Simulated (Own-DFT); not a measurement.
# Bulk modulus against bond length in tetrahedral crystals

Source: density functional calculations with Own-DFT, an unreviewed in-house program that is no longer used. Nothing was measured or relaxed, and spin and spin-orbit coupling are left out.

Limits (not all hold for every row): forces on such cells moved up to 12 meV/angstrom on a denser k mesh; forces not confirmed at this smearing and k mesh; k mesh not checked against a denser one; forces on such cells passed a denser k mesh, each cell not checked; stress not checked against mesh or cutoff.

All runs are PBE with PseudoDojo norm-conserving files; cutoff and k mesh are each material's own. Every cell starts from measured lattice constants and was given uniform random strains and small random moves of its atoms. Each triple is the change of volume in per cent, the rms move u in Å and the pressure in GPa.

- wurtzite AlN (Al64N64), 10.45 Å³/atom unstrained: (-3.32, 0.048, 13.25); (-1.86, 0.051, 10.13); (-0.32, 0.051, 7.39); (0.10, 0.049, 5.81); (0.93, 0.047, 4.09); (2.26, 0.052, 1.60); (3.13, 0.049, -0.87)
- wurtzite GaN (Ga48N48), 11.42 Å³/atom unstrained: (-1.73, 0.049, 10.70); (-1.47, 0.051, 10.45); (1.33, 0.046, 4.57); (1.60, 0.051, 4.81); (1.76, 0.053, 4.56); (2.13, 0.050, 3.89); (2.54, 0.050, 2.73)
- diamond silicon (Si64), 20.02 Å³/atom unstrained: (-1.97, 0.052, 4.66); (-1.13, 0.047, 3.69); (0.19, 0.047, 2.36); (0.41, 0.056, 2.50); (1.25, 0.051, 1.58); (1.39, 0.049, 1.12); (1.49, 0.049, 1.33)
- zincblende GaP (Ga32P32), 20.24 Å³/atom unstrained: (-2.45, 0.050, 5.59); (-0.30, 0.051, 3.72); (0.06, 0.050, 3.31); (0.18, 0.049, 3.19); (0.85, 0.052, 2.72); (1.76, 0.051, 1.86); (2.22, 0.050, 1.46)
- zincblende InP (In48P48), 25.27 Å³/atom unstrained: withheld
- grey tin (Sn64), 34.15 Å³/atom unstrained: (-1.88, 0.052, 4.99); (-1.53, 0.050, 4.60); (-0.59, 0.053, 4.03); (-0.42, 0.050, 3.99); (0.17, 0.052, 3.67); (0.83, 0.053, 3.36); (1.30, 0.048, 2.94)

## Fit

Fit a line to each set against the fractional change of volume; B is minus its slope, and u is nearly the same within a set. To take it to zero pressure, assume that B rises by 4 GPa for each GPa: B0 = B - 4 x (mean pressure). The bond length of an ideal tetrahedral crystal with the unstrained volume v is d = (√3/4)(8 v)^(1/3). Cohen's empirical rule reads B0 = (1971 - 220 L) d^(-3.5) GPa, with L = 0 for group IV crystals and SiC and 1 for III-V compounds.

| material | L | d (Å) | B (GPa) | mean P (GPa) | B0 (GPa) | rule (GPa) |
|---|---|---|---|---|---|---|
| wurtzite AlN (Al64N64) | 1 | 1.893 | 216 ± 6 | 5.9 | 192 ± 6 | 188 |
| wurtzite GaN (Ga48N48) | 1 | 1.950 | 185 ± 7 | 6.0 | 161 ± 7 | 169 |
| diamond silicon (Si64) | 0 | 2.352 | 97 ± 5 | 2.5 | 87 ± 5 | 99 |
| zincblende GaP (Ga32P32) | 1 | 2.360 | 88 ± 1 | 3.1 | 76 ± 1 | 87 |
| zincblende InP (In48P48) | 1 | 2.541 | ? | ? | ? | 67 |
| grey tin (Sn64) | 0 | 2.810 | 60 ± 3 | 3.9 | 44 ± 3 | 53 |

A line through ln[B0/(1971 - 220 L)] against ln d has a slope of -4.0 ± 0.1 and a scatter of 3 %. Against the rule, B0 stands at 103 % for wurtzite AlN, 95 % for wurtzite GaN, 88 % for diamond silicon, 87 % for zincblende GaP, 83 % for grey tin. PBE tends to make silicon and heavier crystals too soft, and the rule itself is only a guide.

## Test on the hidden row

Asked: what B0 does the fitted trend give for zincblende InP (In48P48)?

Estimate: 57 GPa. Its own runs give B = 73 ± 2 GPa at a mean pressure of 4.6 GPa, so B0 = 55 GPa.
